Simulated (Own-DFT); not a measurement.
# How strain changes the stress of C40 NbSi2, 36 atoms (Nb12Si24)

All numbers below are calculated, not measured. The program, named Own-DFT, is a retired in-house plane-wave density functional code that no person has reviewed. Each row is one single-point run on a periodic cell that was not relaxed, without spin or spin-orbit coupling.

Settings of every run: PBEsol; PseudoDojo norm-conserving scalar-relativistic files, made for PBE; cutoff 42 hartree; 4 x 4 x 5 k mesh centred on Gamma; cold (Marzari-Vanderbilt) smearing of 0.2 eV.

Known limits: forces on such cells failed a check on a denser k mesh; stress not checked against mesh or cutoff.

Unstrained cell vectors in Å: (0.000, 8.324, 0.000); (-9.613, 0.000, 0.000); (0.000, 0.000, 6.586). The unstrained cell was taken from the Materials Project. The random moves and any unrelaxed bonds add to the pressure at no strain. Each run strains this cell uniformly, with the atoms carried along. Every atom was also moved at random, by a Gaussian of width 0.05 Å on each axis. Strain is the symmetric tensor, in per cent. Stress is positive in tension, and the pressure is minus a third of its trace.

| run | e_xx (%) | e_yy (%) | e_zz (%) | e_yz (%) | e_xz (%) | e_xy (%) | s_xx (GPa) | s_yy (GPa) | s_zz (GPa) | s_yz (GPa) | s_xz (GPa) | s_xy (GPa) | P (GPa) | E (meV/atom) |
|---|---|---|---|---|---|---|---|---|---|---|---|---|---|---|
| 1 | 1.99 | -1.60 | 1.22 | -1.90 | 1.60 | 1.91 | 7.43 | -2.63 | 4.94 | -6.14 | 4.40 | 4.97 | -3.25 | 38.8 |
| 2 | -1.43 | 0.43 | -1.17 | 0.26 | 1.97 | 1.22 | -4.82 | 0.91 | -6.87 | 1.26 | 6.71 | 3.77 | 3.59 | 23.5 |
| 3 | -0.97 | -1.26 | -1.81 | -1.02 | 0.10 | 0.36 | -4.85 | -5.33 | -11.13 | -3.49 | 0.39 | 1.70 | 7.11 | 18.3 |
| 4 | -0.93 | 1.24 | 1.57 | 1.94 | -1.56 | 1.10 | -0.31 | 6.23 | 5.67 | 5.61 | -4.42 | 3.28 | -3.86 | 36.7 |
| 5 | 0.43 | 0.54 | -1.65 | 0.10 | 1.83 | 0.64 | 1.90 | 2.97 | -7.61 | 0.62 | 6.24 | 1.85 | 0.91 | 16.1 |
| 6 | 1.11 | -1.22 | 1.95 | -0.93 | -1.26 | -0.29 | 6.46 | -1.59 | 7.96 | -3.11 | -3.09 | -1.12 | -4.28 | 23.8 |
| 7 | 1.61 | -1.87 | 1.57 | -0.14 | -0.24 | 0.13 | 7.34 | -2.58 | 7.09 | -0.48 | -0.33 | 0.36 | -3.95 | 0.0 |
| 8 | 0.91 | -1.52 | -1.43 | -0.52 | -1.77 | 1.81 | 1.84 | -5.60 | -8.46 | -0.59 | -5.47 | 5.44 | 4.07 | 42.6 |
| 9 | 0.68 | 0.91 | 0.22 | 1.67 | 0.07 | 0.70 | 4.61 | 4.55 | 1.49 | 5.43 | 0.13 | 1.57 | -3.55 | 21.3 |
| 10 | -1.99 | -1.92 | 0.99 | 0.61 | 1.70 | -0.24 | -7.25 | -6.06 | 0.62 | 2.58 | 5.18 | -0.86 | 4.23 | 19.3 |
| 11 | 1.42 | -1.04 | -1.13 | 0.34 | -0.95 | -0.68 | 5.00 | -2.92 | -5.60 | 1.22 | -3.60 | -2.08 | 1.17 | 24.1 |
| 12 | 1.13 | 0.18 | 0.76 | -1.91 | -0.21 | 0.28 | 6.06 | 3.87 | 3.91 | -5.99 | -0.40 | 1.28 | -4.61 | 11.8 |
| 13 | 1.92 | 1.66 | -0.26 | 1.69 | -1.39 | -1.14 | 8.20 | 7.93 | 1.10 | 4.52 | -4.43 | -2.61 | -5.74 | 30.5 |
| 14 | 1.69 | -1.36 | 0.20 | 0.35 | 1.81 | -1.16 | 6.23 | -2.36 | 0.40 | 0.89 | 5.63 | -2.98 | -1.42 | 25.1 |
| 15 | 0.40 | 1.17 | 0.53 | -0.97 | -1.91 | 0.25 | 3.96 | 6.03 | 2.59 | -2.67 | -6.05 | 1.10 | -4.20 | 27.9 |
| 16 | -0.23 | -0.76 | -0.34 | -0.17 | -0.79 | -0.64 | ? | ? | ? | ? | ? | ? | ? | ? |

E is the free energy for each atom above the lowest run shown.

## Worked fit

Each stress component was fitted by least squares to a constant and the strains of the runs shown, as fractions, with shears doubled. Shear strains stay in the fit of a normal stress only where such slopes are resolved. The slopes, in GPa:

| stress | at no strain | per e_xx | per e_yy | per e_zz | scatter |
|---|---|---|---|---|---|
| s_xx | 1.0 | 366 ± 10 | 70 ± 10 | 83 ± 10 | 0.49 |
| s_yy | 1.2 | 60 ± 12 | 362 ± 11 | 80 ± 12 | 0.55 |
| s_zz | -0.9 | 91 ± 9 | 74 ± 9 | 459 ± 9 | 0.42 |

Each shear stress against twice its own strain: yz 156 ± 7, xz 156 ± 5, xy 134 ± 5 GPa. These are stiffnesses along x, y and z of the frame in which the cell vectors are given, which need not be the crystal's axes. The atoms are held to the strained lattice; where symmetry lets them move under strain, relaxing them would lower some slopes. The table should be nearly symmetric about its diagonal, and what it lacks of that shows the noise. A ninth of its sum, 183 ± 6 GPa, estimates the bulk modulus near the mean pressure of these runs, -0.9 GPa.

## Withheld run

Question: what normal stresses and pressure should run 16 give?

The fit gives s_xx = -0.6, s_yy = -2.0, s_zz = -3.3 and P = 2.0 GPa. The calculation gave -0.39, -2.12, -2.57 and P = 1.69 GPa.
